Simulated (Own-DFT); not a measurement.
# Stretching a layer in its plane: diamond-structure SiGeSn with randomly placed atoms, 64 atoms (Ge48Si8Sn8)

Calculated, not measured: single-point runs of Own-DFT, a retired in-house plane-wave DFT program that no person has reviewed, on unrelaxed cells, without spin or spin-orbit coupling.

Method: PBE; PseudoDojo norm-conserving scalar-relativistic files; cutoff 49 hartree; 3 x 3 x 3 k mesh centred on Gamma; Fermi-Dirac smearing of 0.1 eV.

Keep in mind: forces on such cells moved up to 12 meV/angstrom on a denser k mesh; stress not checked against mesh or cutoff.

Unstrained cell vectors in Å: (11.467, 0.000, 0.000); (0.000, 11.467, 0.000); (0.000, 0.000, 11.467). The unstrained cell has measured lattice constants (interpolated for alloys), not those of this functional. That, the random moves and any unrelaxed bonds set the pressure at no strain. Each run strains x and y alike by e, as a substrate would, and holds the height along z. Random moves of width 0.05 Å per axis were added to every atom. The random placing of the alloy's atoms differs from row to row. Stress is positive in tension.

```
e (%),u (Å),(s_xx + s_yy)/2 (GPa),s_zz (GPa)
-2.75,0.050,-10.13,-8.45
-2.50,0.052,-10.19,-8.51
-1.75,0.050,-8.38,-7.28
-1.50,0.051,-7.75,-7.00
-1.00,0.050,?,?
-0.25,0.052,-5.43,-5.26
0.50,0.050,-4.03,-4.27
1.75,0.047,-2.30,-3.31
2.25,0.050,-1.55,-2.67
3.00,0.056,-0.61,-2.17
```

## Worked fit

With e as a fraction, the in-plane stress is -5.0 + 173 e - 903 e² GPa (errors 3 and 211, scatter 0.19), and s_zz is -5.0 + 116 e - 684 e² GPa (slope ± 3, scatter 0.17). At e = 0 the first slope is C11 + C12 and the second 2 C12, both with the ions held to the strained lattice and at the cell's own pressure. The term in e² is negative: the layer stiffens under compression and softens under tension. A free layer would change its height as e changes, and the in-plane slope would drop by 2 C12²/C11 to the biaxial modulus. At fixed height, a misfit of 1 % moves the in-plane stress by about 1.7 GPa and s_zz by 1.2 GPa.

## The run left out

Question: what are the two stresses at e = -1.00 %?

The fit gives -6.8 and -6.2 GPa. DFT gave -6.74 and -6.32 GPa.
